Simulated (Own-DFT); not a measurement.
## Calculated data, AlN (wurtzite, atoms displaced)

All values are calculated (Own-DFT development build). A calculation, not a measurement: plane-wave PBE density functional theory by an unreviewed code, no spin, of a simulated periodic cell, stress positive in tension, free energy of the whole cell less one offset for each atom, forces on such cells passed a denser k mesh, this cell's mesh not checked; offsets are fitted by least squares, one for each functional and potential file, so energies compare only between cells with the same atoms and settings and are not formation energies; the far tail of each file's local potential was reset to the Coulomb form; each entry is a single point on an unrelaxed cell, so the pressure reflects the starting lattice, mostly measured values (interpolated for alloys), from which strain is counted, and rises with the displacements; printed positions are rounded, which can move forces by about a meV/angstrom; the program, named Own-DFT, is a retired in-house code; no spin-orbit coupling.

Settings shared by all entries: functional PBE; potential files PseudoDojo norm-conserving, scalar-relativistic, standard set; wave cutoff 42 hartree; occupations Fermi-Dirac; smearing width 0.1 eV; hardware one NVIDIA H100; k mesh 2 x 2 x 2 centred on Gamma.

(1) AlN (wurtzite, atoms displaced)

```xyz
128
Lattice="12.4480 0.0000 0.0000 -6.2240 10.7803 0.0000 0.0000 0.0000 9.9640" Properties=species:S:1:pos:R:3 AlN
Al    -0.0332     1.8944     0.0623
Al     1.6435     0.9640     2.6018
N     -0.0580     1.8827     1.8658
N      1.6818     1.0713     4.4305
Al     0.0561     1.9792     4.9734
Al     1.3706     1.0626     7.3714
N     -0.0362     1.7522     6.8227
N      1.6223     0.7986     9.4340
Al    -1.5111     4.4132     0.1169
Al    -0.1420     3.6268     2.5541
N     -1.4950     4.6507     1.8427
N      0.0328     3.4595     4.3490
Al    -1.6085     4.4288     5.0376
Al     0.0264     3.6875     7.4804
N     -1.2731     4.2622     6.8240
N      0.1346     3.5237     9.7027
Al    -3.0305     7.3821     9.7645
Al    -1.5409     6.2018     2.3265
N     -3.1344     7.2855     1.9411
N     -1.6782     6.2976     4.4639
Al    -2.9408     7.2165     5.1235
Al    -1.6168     6.3754     7.6299
N     -3.1791     7.0492     7.0828
N     -1.4134     6.2363     9.3076
Al    -4.5718     9.9033     0.1050
Al    -3.1939     9.1976     2.5486
N     -4.7528    10.0639     1.8823
N     -2.9734     9.0092     4.3053
Al    -4.7145     9.7605     4.9198
Al    -2.8677     9.0546     7.4748
N     -4.7183     9.9384     6.7158
N     -3.1387     8.9700     9.3728
Al     3.0977     1.9552     9.9007
Al     4.7714     0.9585     2.3403
N      3.0835     1.7098     1.9473
N      4.7763     0.8591     4.5013
Al     3.2151     1.8316     4.9007
Al     4.5411     0.9379     7.5232
N      3.0979     1.6636     6.8004
N      4.6361     0.9246     9.3184
Al     1.5221     4.5409     9.7594
Al     3.1344     3.6911     2.5087
N      1.5577     4.5510     1.9952
N      2.9659     3.6829     4.3350
Al     1.6582     4.4040     4.8509
Al     3.3142     3.6784     7.4662
N      1.4887     4.4685     7.0311
N      3.0723     3.6069     9.2506
Al     0.0233     7.0900     0.0763
Al     1.5920     6.2547     2.3679
N     -0.0114     7.0375     1.8890
N      1.4378     6.4624     4.3687
Al    -0.1358     7.1561     4.9358
Al     1.3517     6.1443     7.4850
N      0.1662     7.4082     6.8303
N      1.5994     6.3575     9.3059
Al    -1.4953     9.7980     9.9059
Al     0.1105     8.8755     2.3492
N     -1.5452     9.7301     1.9823
N      0.0894     8.9206     4.2117
Al    -1.5539     9.8915     5.1660
Al     0.1747     8.8750     7.6282
N     -1.5447     9.9523     6.6998
N      0.1421     8.6890     9.5964
Al     6.2402     1.8494     9.9136
Al     7.7822     0.8254     2.5233
N      6.1369     1.7964     1.9090
N      7.6420     0.8141     4.3478
Al     6.1987     1.8158     4.9818
Al     7.8636     0.9057     7.6193
N      5.9729     1.7835     6.9272
N      7.8355     1.1812     9.2667
Al     4.6788     4.4234     0.0313
Al     6.3983     3.4405     2.5171
N      4.7200     4.4214     1.9774
N      5.9894     3.6384     4.2270
Al     4.6353     4.3929     5.0238
Al     6.4082     3.6428     7.4777
N      4.5661     4.4738     6.8078
N      6.1191     3.7350     9.4027
Al     3.0065     7.1479     0.0017
Al     4.6331     6.2422     2.4267
N      3.1581     7.2455     1.8453
N      4.7274     6.4286     4.3602
Al     2.9810     7.1827     4.9436
Al     4.7926     6.0335     7.3805
N      3.0295     7.0434     6.7817
N      4.7491     6.2027     9.3771
Al     1.5346     9.8351     0.0849
Al     3.1562     9.0139     2.4334
N      1.5666     9.8468     1.9243
N      3.0826     9.0656     4.2620
Al     1.6497     9.8202     4.9824
Al     3.1122     8.9798     7.3528
N      1.3232     9.9445     6.7651
N      3.0232     9.0717     9.2759
Al     9.5054     1.8111     9.9466
Al    10.9867     0.9070     2.6163
N      9.2350     1.7757     1.9572
N     10.8883     0.8428     4.4247
Al     9.4269     1.7115     4.9126
Al    10.8539     0.7625     7.4384
N      9.4464     1.7966     6.8689
N     10.8201     0.8403     9.4988
Al     7.8212     4.5132     9.9051
Al     9.3343     3.5850     2.4818
N      7.6861     4.5202     2.0191
N      9.1586     3.5814     4.3287
Al     7.8556     4.5358     4.9413
Al     9.4345     3.5106     7.4556
N      7.6976     4.4053     6.6698
N      9.2622     3.5511     9.4441
Al     6.2503     7.3504     0.0700
Al     7.7125     6.4198     2.4849
N      6.2586     7.2448     1.9012
N      7.7105     6.2522     4.6169
Al     6.0524     7.1358     5.1610
Al     7.8756     6.2983     7.6603
N      6.0624     7.0237     6.8015
N      7.8040     6.3740     9.4049
Al     4.7031     9.9071     9.8521
Al     6.0788     9.1302     2.3861
N      4.6887     9.9774     1.9308
N      6.2857     8.8676     4.3929
Al     4.5923    10.0825     5.1196
Al     6.1640     8.9313     7.4121
N      4.6560     9.8904     6.7583
N      6.3694     9.2250     9.3443
```

Results for AlN (wurtzite, atoms displaced): free energy of cell above offsets -20.449 eV; pressure 12.72 GPa; stress xx -11.83 GPa; stress yy -12.58 GPa; stress zz -13.75 GPa; stress yz 0.46 GPa; stress xz 1.54 GPa; stress xy -0.55 GPa; wall time 400.1 s.

Force:
| element | x (eV/Å) | y (eV/Å) | z (eV/Å) |
| --- | --- | --- | --- |
| Al | 1.518 | -6.321 | 0.05 |
| Al | -2.362 | 0.458 | -0.611 |
| N | -0.064 | -0.489 | 2.512 |
| N | -3.045 | -2.022 | -0.592 |
| Al | 0.732 | -8.146 | 2.164 |
| Al | 6.143 | -4.519 | 2.097 |
| N | -4.042 | 2.706 | 0.202 |
| N | -1.122 | 3.807 | -1.704 |
| Al | -0.254 | 0.725 | -2.956 |
| Al | 3.156 | -0.138 | -1.737 |
| N | -1.834 | -6.81 | 1.164 |
| N | -1.645 | 7.668 | -1.181 |
| Al | 0.266 | 0.738 | -1.539 |
| Al | 5.088 | -6.472 | 3.953 |
| N | -10.27 | 5.209 | -1.469 |
| N | -3.528 | 3.472 | -4.296 |
| Al | -0.59 | -6.796 | 4.528 |
| Al | -2.58 | 7.508 | 3.69 |
| N | 0.417 | -0.534 | -1.631 |
| N | 2.98 | -3.703 | -1.316 |
| Al | -5.798 | 1.368 | -0.986 |
| Al | 2.67 | -1.154 | -4.416 |
| N | 3.931 | 3.568 | -2.076 |
| N | -1.434 | -0.78 | 3.264 |
| Al | -0.162 | 1.413 | -1.212 |
| Al | 0.88 | -2.676 | -1.119 |
| N | 0.277 | -1.722 | 1.75 |
| N | -1.664 | -0.558 | 3.491 |
| Al | 1.833 | 1.502 | -0.068 |
| Al | -4.72 | 0.097 | -0.529 |
| N | 0.239 | -1.207 | 2.85 |
| N | 2.016 | 4.797 | -2.339 |
| Al | -0.966 | -3.807 | 1.41 |
| Al | -4.551 | -4.11 | 3.328 |
| N | 2.454 | 3.029 | -1.659 |
| N | -1.976 | 0.447 | -2.544 |
| Al | 0.869 | -0.539 | 1.04 |
| Al | 0.584 | -1.095 | -1.51 |
| N | -1.721 | 3.4 | 0.573 |
| N | 0.985 | -0.973 | 2.223 |
| Al | 2.948 | 0.745 | 2.489 |
| Al | -0.409 | -1.735 | -0.888 |
| N | -0.25 | -2.14 | -1.744 |
| N | 7.728 | -3.924 | -0.548 |
| Al | -7.628 | 5.645 | 2.971 |
| Al | -6.411 | -4.667 | 0.613 |
| N | 2.905 | -1.26 | -2.095 |
| N | 0.944 | 1.469 | 1.578 |
| Al | 0.5 | -3.742 | 0.645 |
| Al | -0.203 | 1.846 | 2.644 |
| N | 0.93 | 0.939 | -0.488 |
| N | 0.746 | -3.987 | -1.267 |
| Al | 1.825 | 2.393 | -0.349 |
| Al | 3.102 | 4.008 | -1.415 |
| N | -3.419 | -5.784 | -0.741 |
| N | -2.376 | -2.136 | 0.421 |
| Al | -0.478 | 1.155 | 2.516 |
| Al | -2.718 | -0.121 | 2.543 |
| N | 1.094 | 2.69 | -3.201 |
| N | -0.925 | 0.124 | 2.25 |
| Al | 1.765 | -0.099 | -13.43 |
| Al | -1.264 | 3.505 | 0.49 |
| N | 1.064 | -0.927 | 13.38 |
| N | -1.58 | 7.053 | -3.321 |
| Al | -0.748 | 0.464 | -0.02 |
| Al | -1.208 | 0.279 | -0.044 |
| N | 5.098 | 0.166 | -3.002 |
| N | 2.751 | 1.317 | 1.118 |
| Al | 0.074 | 0.396 | 0.961 |
| Al | -2.115 | -0.359 | -6.165 |
| N | 4.725 | 2.362 | -0.219 |
| N | -0.194 | -2.111 | 5.018 |
| Al | -2.412 | 2.579 | 1.807 |
| Al | -3.16 | 2.132 | -0.262 |
| N | -0.364 | 0.401 | -1.807 |
| N | 3.523 | -2.106 | 2.858 |
| Al | -1.043 | 2.729 | -2.345 |
| Al | -4.724 | -3.394 | 0.773 |
| N | 5.184 | -1.101 | -1.795 |
| N | 4.459 | -2.491 | -1.926 |
| Al | 3.951 | 1.259 | -1.282 |
| Al | 1.799 | 0.557 | 1.289 |
| N | -0.966 | -0.548 | -0.176 |
| N | -4.684 | -3.213 | -1.492 |
| Al | 2.091 | 0.604 | -0.269 |
| Al | -3.881 | 4.654 | 3.309 |
| N | 0.569 | 1.128 | 1.79 |
| N | -0.94 | 1.629 | -0.133 |
| Al | 0.972 | 1.297 | -0.676 |
| Al | 0.193 | 0.099 | 0.565 |
| N | 0.908 | 0.78 | -1.687 |
| N | 2.195 | -0.554 | 2.051 |
| Al | -4.051 | 0.346 | -1.767 |
| Al | -1.583 | -2.114 | 0.186 |
| N | 3.885 | 0.899 | 2.638 |
| N | 1.682 | -0.797 | 0.196 |
| Al | -4.504 | 0.363 | 2.38 |
| Al | -1.222 | 0.449 | -2.247 |
| N | 2.389 | 0.628 | -0.675 |
| N | 1.943 | 3.729 | -0.78 |
| Al | -3.922 | 1.518 | 0.414 |
| Al | 1.463 | 2.74 | 1.413 |
| N | -1.349 | -1.246 | -0.474 |
| N | 3.248 | 1.201 | -3.411 |
| Al | -2.333 | 1.219 | 2.734 |
| Al | -1.362 | 0.75 | -0.539 |
| N | 3.244 | 0.85 | -2.46 |
| N | 4.836 | -2.05 | 0.479 |
| Al | -3.706 | 0.479 | -1.731 |
| Al | -0.477 | 1.057 | -0.18 |
| N | 4.203 | 1.262 | 4.431 |
| N | 3.047 | 1.238 | -1.572 |
| Al | -0.606 | -1.514 | -1.257 |
| Al | 1.879 | -1.262 | 2.182 |
| N | -2.269 | 1.355 | -0.779 |
| N | 1.282 | 2.748 | -2.022 |
| Al | 4.031 | 1.576 | -5.987 |
| Al | -5.131 | -1.859 | -3.348 |
| N | 3.771 | 2.72 | 6.489 |
| N | 0.467 | -0.55 | 1.363 |
| Al | -0.552 | -1.356 | 1.992 |
| Al | 4.263 | -3.284 | 3.195 |
| N | -2.978 | 0.583 | -2.325 |
| N | -2.378 | 1.625 | -0.793 |
| Al | 1.156 | -5.88 | -6.16 |
| Al | 2.233 | 0.108 | -0.534 |
| N | -0.575 | -1.527 | 5.614 |
| N | -2.678 | -3.346 | -0.768 |

(2) AlN (wurtzite, atoms displaced)

```xyz
128
Lattice="12.4480 0.0000 0.0000 -6.2240 10.7803 0.0000 0.0000 0.0000 9.9640" Properties=species:S:1:pos:R:3 AlN
Al     0.0290     1.7583     9.7679
Al     1.4625     0.9197     2.4317
N     -0.0892     1.8576     1.8872
N      1.6400     1.0323     4.4552
Al     0.0527     1.8864     4.9089
Al     1.5112     0.8828     7.4333
N      0.0003     1.8814     6.7994
N      1.5888     0.8679     9.2504
Al    -1.6263     4.4973     0.0144
Al    -0.0896     3.5998     2.5921
N     -1.5388     4.4516     1.9179
N      0.0789     3.4088     4.5951
Al    -1.4509     4.4540     4.9675
Al    -0.0555     3.5768     7.5217
N     -1.6793     4.5784     7.0881
N      0.0058     3.3616     9.2988
Al    -3.2430     7.1798     0.1492
Al    -1.4293     6.2525     2.4568
N     -3.1545     7.0145     1.7163
N     -1.5970     6.1725     4.4280
Al    -3.0891     7.0777     4.9821
Al    -1.7210     6.4486     7.5474
N     -3.1936     7.1861     6.8736
N     -1.3845     6.3323     9.3747
Al    -4.6609    10.0140     9.9353
Al    -3.0920     8.9346     2.4777
N     -4.6037     9.9664     1.9625
N     -3.2668     9.0509     4.5346
Al    -4.6606     9.9012     4.8563
Al    -3.3028     8.9014     7.5171
N     -4.7385     9.7577     6.9429
N     -3.3608     9.1120     9.1804
Al     3.1389     1.7440     0.0688
Al     4.5511     0.7574     2.3382
N      3.0014     1.7684     1.9498
N      4.4552     0.8574     4.5209
Al     3.1327     1.6229     4.9920
Al     4.6341     0.8404     7.4345
N      3.0766     1.8390     6.9378
N      4.6157     0.8157     9.3098
Al     1.6547     4.6338     0.0406
Al     3.0681     3.6316     2.5258
N      1.7836     4.3700     2.0204
N      3.0094     3.6215     4.5176
Al     1.5753     4.5498     4.8255
Al     3.0103     3.7200     7.4442
N      1.5938     4.5973     6.9265
N      3.2299     3.5545     9.4892
Al    -0.0540     7.0923     9.7474
Al     1.5281     6.3220     2.5049
N      0.0680     7.3968     1.5988
N      1.5099     6.1298     4.4133
Al    -0.0613     7.3589     5.0875
Al     1.5385     6.2019     7.5390
N     -0.0334     7.1549     6.9180
N      1.5660     6.3703     9.4469
Al    -1.7030     9.8180     9.9248
Al    -0.0370     9.1462     2.6001
N     -1.5742     9.8709     1.8601
N     -0.1196     9.0683     4.3091
Al    -1.6098     9.9918     5.0499
Al     0.2716     8.9370     7.4009
N     -1.5796     9.8269     7.1802
N     -0.1815     8.9058     9.3312
Al     6.2255     1.8888     9.8594
Al     7.8528     0.9504     2.5161
N      6.1469     1.8635     1.9803
N      7.6209     0.8648     4.3099
Al     6.0901     1.8931     4.9996
Al     7.8458     0.9016     7.2665
N      6.1724     1.8305     6.6980
N      7.8769     0.9153     9.3342
Al     4.5740     4.4892     9.9300
Al     6.1914     3.5062     2.1480
N      4.7542     4.4018     1.9001
N      6.2315     3.6795     4.3391
Al     4.4845     4.5017     4.9064
Al     6.1974     3.5391     7.4782
N      4.6256     4.4279     6.8986
N      6.2525     3.4736     9.4880
Al     3.2025     7.1660     0.0216
Al     4.6445     6.2550     2.4219
N      3.2263     7.0508     1.8053
N      4.6052     6.4099     4.4418
Al     2.9942     7.1571     4.8555
Al     4.6706     6.2737     7.3782
N      3.0570     7.2730     6.9080
N      4.6426     6.2928     9.1887
Al     1.5097     9.9839     0.0196
Al     3.0559     8.9288     2.5148
N      1.8067     9.8835     1.9584
N      3.1107     8.8372     4.4744
Al     1.4529     9.8595     4.8984
Al     3.1101     8.9193     7.4391
N      1.4905     9.9169     6.9396
N      2.9255     8.9078     9.4322
Al     9.1536     1.7663     9.8827
Al    10.9743     0.7415     2.4389
N      9.3822     1.9195     1.7773
N     10.7853     1.0100     4.5404
Al     9.3043     1.8392     5.0684
Al    10.8400     0.8167     7.4341
N      9.3412     1.8872     6.8686
N     10.8961     0.8490     9.3775
Al     7.8588     4.3727     0.0587
Al     9.2601     3.6646     2.4023
N      7.7633     4.4895     1.9438
N      9.2355     3.5702     4.3470
Al     7.9695     4.6067     4.9944
Al     9.2960     3.6491     7.5946
N      7.7179     4.5398     6.8141
N      9.4124     3.6790     9.3393
Al     6.1087     7.0891     0.1630
Al     7.8005     6.3169     2.5473
N      6.3793     7.1874     2.0765
N      7.7187     6.3261     4.3991
Al     6.1660     7.3613     4.9624
Al     7.6301     6.4972     7.4142
N      6.3790     7.2987     6.9810
N      7.8140     6.2471     9.4775
Al     4.6998     9.7926     9.9473
Al     6.1568     8.9043     2.4688
N      4.8154     9.7970     1.7883
N      6.2987     8.9739     4.4763
Al     4.5451     9.9212     4.8992
Al     6.2399     9.0311     7.4199
N      4.7747     9.7300     6.8440
N      6.1267     8.9074     9.2755
```

It finds free energy of cell above offsets -25.169 eV; pressure 11.3 GPa; stress xx -11.76 GPa; stress yy -14.94 GPa; stress zz -7.2 GPa; stress yz 1.04 GPa; stress xz -1.79 GPa; stress xy 2.6 GPa; wall time 420 s.

Force:
| element | x (eV/Å) | y (eV/Å) | z (eV/Å) |
| --- | --- | --- | --- |
| Al | -0.623 | -3.046 | 2.598 |
| Al | 0.221 | 1.159 | 1.641 |
| N | 1.012 | -1.106 | 0.134 |
| N | -4.304 | -3.31 | -2.42 |
| Al | -0.433 | -9.834 | 3.461 |
| Al | 0.582 | -0.093 | -1.498 |
| N | -0.79 | -1.973 | 1.127 |
| N | -0.271 | 1.682 | 1.947 |
| Al | 3.491 | 0.328 | -0.731 |
| Al | 2.143 | -1.56 | -0.709 |
| N | -0.033 | 1.448 | -0.142 |
| N | -1.123 | 11.76 | -4.666 |
| Al | -1.994 | -1.458 | 2.307 |
| Al | 0.12 | 1.211 | -1.5 |
| N | 2.093 | 0.021 | -2.528 |
| N | 0.274 | 6.787 | 1.441 |
| Al | 0.846 | 1.505 | -9.604 |
| Al | -0.733 | 1.205 | -0.773 |
| N | 2.382 | 1.538 | 10.33 |
| N | 1.775 | 2.327 | -1.476 |
| Al | -1.852 | 2.117 | 0.628 |
| Al | 1.806 | -2.19 | -0.039 |
| N | 0.08 | 0.235 | -0.547 |
| N | -9.013 | -4.636 | -1.01 |
| Al | -2.626 | -2.074 | 0.795 |
| Al | -1.013 | -0.008 | 0.941 |
| N | -0.929 | -2.177 | -1.108 |
| N | 6.179 | -3.774 | -2.988 |
| Al | -2.952 | 3.01 | 2.908 |
| Al | 2.725 | 0.977 | -3.684 |
| N | 1.311 | 4.159 | -2.852 |
| N | 2.805 | -2.618 | 6.642 |
| Al | -0.604 | 0.683 | -1.492 |
| Al | 0.384 | 4.371 | 2.172 |
| N | 1.544 | 0.34 | -0.648 |
| N | 7.306 | -1.357 | -4.168 |
| Al | -3.666 | 6.764 | 3.833 |
| Al | -0.451 | 1.08 | 0.286 |
| N | 0.142 | -0.361 | -0.574 |
| N | 1.202 | 1.554 | 2.014 |
| Al | -0.573 | -3.414 | 0.231 |
| Al | 7.878 | -5.365 | 3.028 |
| N | -10.36 | 6.283 | -3.402 |
| N | 1.245 | -2.126 | -2.444 |
| Al | -1.338 | -5.311 | 4.131 |
| Al | 2.139 | -3.3 | 0.939 |
| N | -2.62 | -1.887 | -1.497 |
| N | -3.986 | -0.47 | -1.87 |
| Al | 5.911 | 5.921 | 2.731 |
| Al | 0.116 | -0.517 | -1.695 |
| N | -0.148 | -1.851 | 5.582 |
| N | -1.407 | 7.761 | -2.392 |
| Al | -0.359 | -3.083 | -0.848 |
| Al | 0.398 | 3.226 | 0.001 |
| N | 0.647 | 0.514 | -0.426 |
| N | 1.074 | -1.708 | -1.08 |
| Al | 0.956 | -0.262 | -2.342 |
| Al | 1.446 | -1.621 | -5.519 |
| N | -0.308 | -1.999 | -0.115 |
| N | 0.249 | -1.136 | 3.464 |
| Al | -1.397 | -2.631 | 2.357 |
| Al | -8.073 | -1.996 | 4.259 |
| N | 0.612 | -1.11 | -4.169 |
| N | 2.551 | 1.508 | 0.007 |
| Al | -1.02 | -7.693 | 2.063 |
| Al | -0.265 | 0.892 | -1.187 |
| N | 0.35 | -6.974 | -2.387 |
| N | 1.273 | -0.044 | 2.352 |
| Al | 0.267 | 1.018 | -4.614 |
| Al | -2.028 | 1.331 | 1.643 |
| N | 0.926 | -1.412 | 5.419 |
| N | -5.921 | -1.845 | -2.587 |
| Al | 3.383 | 1.188 | 0.601 |
| Al | 2.303 | 3.698 | 5.085 |
| N | -3.667 | 3.139 | -1.173 |
| N | -0.987 | -0.325 | -0.055 |
| Al | 4.6 | 0.342 | 1.026 |
| Al | 0.272 | 1.312 | -1.254 |
| N | 0.306 | 1.436 | -0.168 |
| N | 0.076 | 6.271 | -2.361 |
| Al | -1.715 | 0.718 | -2.217 |
| Al | 2.931 | -1.759 | 2.904 |
| N | -2.364 | 2.092 | 2.014 |
| N | 0.151 | -1.245 | -1.068 |
| Al | 0.989 | -2.131 | 3.286 |
| Al | 0.402 | 0.636 | -1.231 |
| N | -0.398 | -3.489 | -1.574 |
| N | 0.37 | -0.922 | 3.514 |
| Al | -0.843 | -2.626 | -0.137 |
| Al | 4.238 | -2.396 | 0.135 |
| N | -5.578 | 2.962 | -1.016 |
| N | -1.848 | 3.736 | -2.406 |
| Al | 1.399 | 1.221 | 0.821 |
| Al | 0.752 | 2.191 | 1.684 |
| N | 5.256 | 1.721 | -3.697 |
| N | 2.17 | 1.211 | -0.968 |
| Al | 7.493 | 2.9 | 2.09 |
| Al | -1.638 | 3.07 | -0.042 |
| N | -0.783 | -2.059 | 1.085 |
| N | 1.889 | -2.63 | -2.708 |
| Al | -1.812 | 1.092 | -2.087 |
| Al | 1.612 | 0.634 | 0.048 |
| N | -0.042 | -1.002 | 1.255 |
| N | -1.168 | -0.422 | -0.817 |
| Al | -1.073 | 2.691 | -0.686 |
| Al | 1.273 | -1.643 | 2.054 |
| N | -0.435 | 0.751 | -1.552 |
| N | 3.458 | -0.11 | -0.52 |
| Al | -4.738 | -1.223 | -0.03 |
| Al | -0.93 | 0.857 | -3.24 |
| N | 0.382 | -0.031 | 2.484 |
| N | -2.429 | -2.488 | 2.086 |
| Al | 2.516 | 1.065 | -2.636 |
| Al | 0.98 | -2.584 | 0.448 |
| N | -4.241 | -0.395 | -2.573 |
| N | 1.255 | 0.948 | 0.069 |
| Al | 0.598 | -4.722 | 1.821 |
| Al | 7.988 | -7.721 | 3.909 |
| N | -9.889 | 2.356 | -4.755 |
| N | -2.153 | -0.658 | -1.183 |
| Al | -1.619 | 0.837 | -1.966 |
| Al | 3.298 | 1.237 | 1.759 |
| N | -2.912 | 0.252 | 2.231 |
| N | -2.801 | 3.807 | -3.295 |
| Al | 2.364 | -0.255 | 1.946 |
| Al | -0.347 | -1.677 | 2.049 |
| N | -4.702 | 2.943 | -1.184 |
| N | 1.159 | -0.178 | 2.511 |
